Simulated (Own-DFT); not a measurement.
# Hybrid less PBE against volume: corundum Al2O3, 78 atoms (Al32O46), with two O vacancies

All values are computed. Each geometry was run twice at fixed positions with Own-DFT, a retired in-house plane-wave program that no person has reviewed: with PBE, and with HSE06 (exact exchange share 0.25 at short range, screening 0.11 per bohr, Gygi-Baldereschi treatment of its divergence). Both used PseudoDojo norm-conserving files made for PBE, a cutoff of 48 hartree, the Gamma point alone, fixed occupations, a neutral cell and no spin. The unstrained cell is 7.9 Å across at its thinnest, so Gamma alone is coarse and defects feel their images. The oxygen file's force components were 24 meV/Å off all-electron values in a glass.

Unstrained cell vectors in Å: (5.494, 0.000, 8.660); (-2.747, 4.758, 8.660); (-2.747, -4.758, 8.660), volume V0 = 679.1 Å³, from measured lattice constants. Each geometry has its own random strain of a few per cent, its own defect sites and random moves of rms u per axis. HSE06 gave the energy alone. D is its energy less that of PBE, over the lowest D shown. The PBE stress wasn't checked against mesh or cutoff.

```
run  V - V0 (Å³)   u (Å)  P with PBE (GPa)  D (eV)
  1         -4.0  0.0490             10.91   1.069
  2         17.4  0.0491              3.16   1.959
  3        -28.4  0.0516             21.59   0.145
  4        -11.1  0.0513             14.02   0.834
  5        -19.4  0.0286             14.72   0.292
  6          5.7  0.0512              6.85   1.412
  7        -19.4  0.0296             14.64   0.344
  8          5.8  0.0275              5.28   1.316
  9        -15.5  0.0528             15.41   0.733
 10        -27.6  0.0296             18.31   0.000
 11          1.8  0.0504              9.20   1.250
 12          7.8  0.0497              6.44   1.513
 13        -25.4  0.0456             19.08       ?
```

## Working it out

D = 0.99 + 0.0387 (V - V0) + 97 u² eV, with an error of 0.0009 on the volume slope, 16 on the last term and a scatter of 0.04 eV. Pressure is -dE/dV, and 1 eV/Å³ is 160.2 GPa, so HSE06 changes the pressure by -6.2 ± 0.1 GPa. With the ions held to the strained lattice, the PBE pressure falls by 264 ± 7 GPa per unit of volume strain; the shape of the strain isn't fitted, so the true error is larger, and a relaxed crystal would be softer. On that slope HSE06's volume at a given pressure is about 2.3 % smaller, or 0.8 % in lengths. At u = 0 and V0 the PBE pressure is 6.3 GPa, which puts the zero-pressure volume, against the measured cell and with the defects in, at +2.4 % for PBE and +0.0 % for HSE06, each good to a few tenths of a per cent.

## The run left out

Question: what D should run 13 give?

From the fit: 0.21 eV, with rows scattering by 0.04. DFT gave 0.209 eV.
